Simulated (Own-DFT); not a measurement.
# Reading a pressure off an energy slope: corundum Al2O3, 78 atoms (Al32O46), with two O vacancies

These are calculations. Each geometry was run twice at fixed positions with Own-DFT, a retired in-house plane-wave program that no person has reviewed: with PBE, and with HSE06 (exact exchange share 0.25 at short range, screening 0.11 per bohr, Gygi-Baldereschi treatment of its divergence). Both used PseudoDojo norm-conserving files made for PBE, a cutoff of 48 hartree, the Gamma point alone, fixed occupations, a neutral cell and no spin. One k point on a cell 7.9 Å thick isn't converged, and results move with the size of the cell. The oxygen file's force components were 24 meV/Å off all-electron values in a glass.

Unstrained cell vectors in Å: (5.494, 0.000, 8.660); (-2.747, 4.758, 8.660); (-2.747, -4.758, 8.660), volume V0 = 679.1 Å³, from measured lattice constants. Each geometry has its own random strain of a few per cent, its own defect sites and random moves of rms u per axis. HSE06 gave the energy alone. D is its energy less that of PBE, over the lowest D shown. The PBE stress wasn't checked against mesh or cutoff.

| run | V - V0 (Å³) | u (Å) | P with PBE (GPa) | D (eV) |
|---|---|---|---|---|
| 1 | -33.9 | 0.0301 | 21.34 | 0.000 |
| 2 | 0.4 | 0.0285 | 6.85 | 1.383 |
| 3 | 5.5 | 0.0509 | 7.45 | 1.743 |
| 4 | -10.7 | 0.0471 | 13.76 | 0.935 |
| 5 | 14.7 | 0.0317 | 1.94 | 1.968 |
| 6 | -17.0 | 0.0529 | 16.79 | 0.812 |
| 7 | 13.4 | 0.0286 | 2.37 | 1.882 |
| 8 | 1.1 | 0.0491 | 9.15 | 1.505 |
| 9 | 17.4 | 0.0293 | 0.85 | 2.096 |
| 10 | 7.2 | 0.0509 | 6.79 | 1.762 |
| 11 | 6.3 | 0.0497 | 6.77 | 1.730 |
| 12 | 18.4 | 0.0494 | 2.55 | 2.225 |
| 13 | -23.8 | 0.0297 | 17.08 | ? |

## What the rows give

D = 1.31 + 0.0409 (V - V0) + 66 u² eV, with an error of 0.0006 on the volume slope, 12 on the last term and a scatter of 0.03 eV. Pressure is -dE/dV, and 1 eV/Å³ is 160.2 GPa, so HSE06 changes the pressure by -6.6 ± 0.1 GPa. With the ions held to the strained lattice, the PBE pressure falls by 271 ± 4 GPa per unit of volume strain; the shape of the strain isn't fitted, so the true error is larger, and a relaxed crystal would be softer. On that slope HSE06's volume at a given pressure is about 2.4 % smaller, or 0.8 % in lengths. At u = 0 and V0 the PBE pressure is 6.6 GPa, which puts the zero-pressure volume, against the measured cell and with the defects in, at +2.4 % for PBE and -0.0 % for HSE06, each good to a few tenths of a per cent.

## Test on the hidden row

Question: what D should run 13 give?

The fit gives 0.39 eV, with rows scattering by 0.03. Computed: 0.388 eV.
